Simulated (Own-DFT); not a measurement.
# Energy and forces against displacement in 4H SiC, 72 atoms (C36Si36)

Calculated results; nothing here was measured. The program, named Own-DFT, is a retired in-house plane-wave density functional code that no person has reviewed. Each row is one single-point run on a periodic cell that was not relaxed, without spin or spin-orbit coupling.

Settings of every run: PBE; PseudoDojo norm-conserving scalar-relativistic files; cutoff 42 hartree; 4 x 4 x 3 k mesh centred on Gamma; Fermi-Dirac smearing of 0.1 eV.

Known limits: forces on such cells passed a denser k mesh, each cell not checked; stress not checked against mesh or cutoff.

Cell vectors in Å: (9.248, 0.000, 0.000); (-4.624, 8.009, 0.000); (0.000, 0.000, 10.068). In each run every atom was moved at random and independently from its ideal site; u is the rms move along one axis. E is the free energy for each atom above the fitted value at u = 0, and F the rms of the force components.

| run | u (Å) | E (meV/atom) | F (eV/Å) | largest force (eV/Å) | P (GPa) |
|---|---|---|---|---|---|
| 1 | 0.0288 | 30.4 | 0.843 | 3.25 | 3.68 |
| 2 | 0.0304 | ? | ? | ? | ? |
| 3 | 0.0609 | 148.1 | 1.967 | 8.74 | 6.60 |
| 4 | 0.0623 | 132.9 | 1.737 | 6.26 | 6.20 |
| 5 | 0.0625 | 133.8 | 1.719 | 6.42 | 6.41 |
| 6 | 0.0977 | 356.8 | 2.998 | 11.26 | 11.55 |
| 7 | 0.1064 | 411.3 | 3.261 | 11.43 | 12.52 |

## Worked fit

For small independent moves the energy grows as E = (3/2) K u², with K the mean stiffness felt by one atom. The runs with u up to 0.11 Å give K = 24.3 ± 0.9 eV/Å², with residuals divided by u² + 0.0006 Å², since the noise grows with the moves. The scatter is 6.3 meV/atom at u = 0.05 Å. The forces follow F = G u with G = 29.8 eV/Å²; no force at u = 0 is resolved. G exceeds K because the moves of its neighbours add to the force on an atom, and stiffness differs between atoms. The pressure follows P = 3.09 + 856 u² GPa: at fixed volume, shortened bonds push harder than stretched ones pull.

## Withheld run

Question: what energy and rms force should run 2 give?

The fit gives 34 ± 3 meV/atom and about 0.90 eV/Å. The calculation gave 32.0 meV/atom and 0.849 eV/Å.
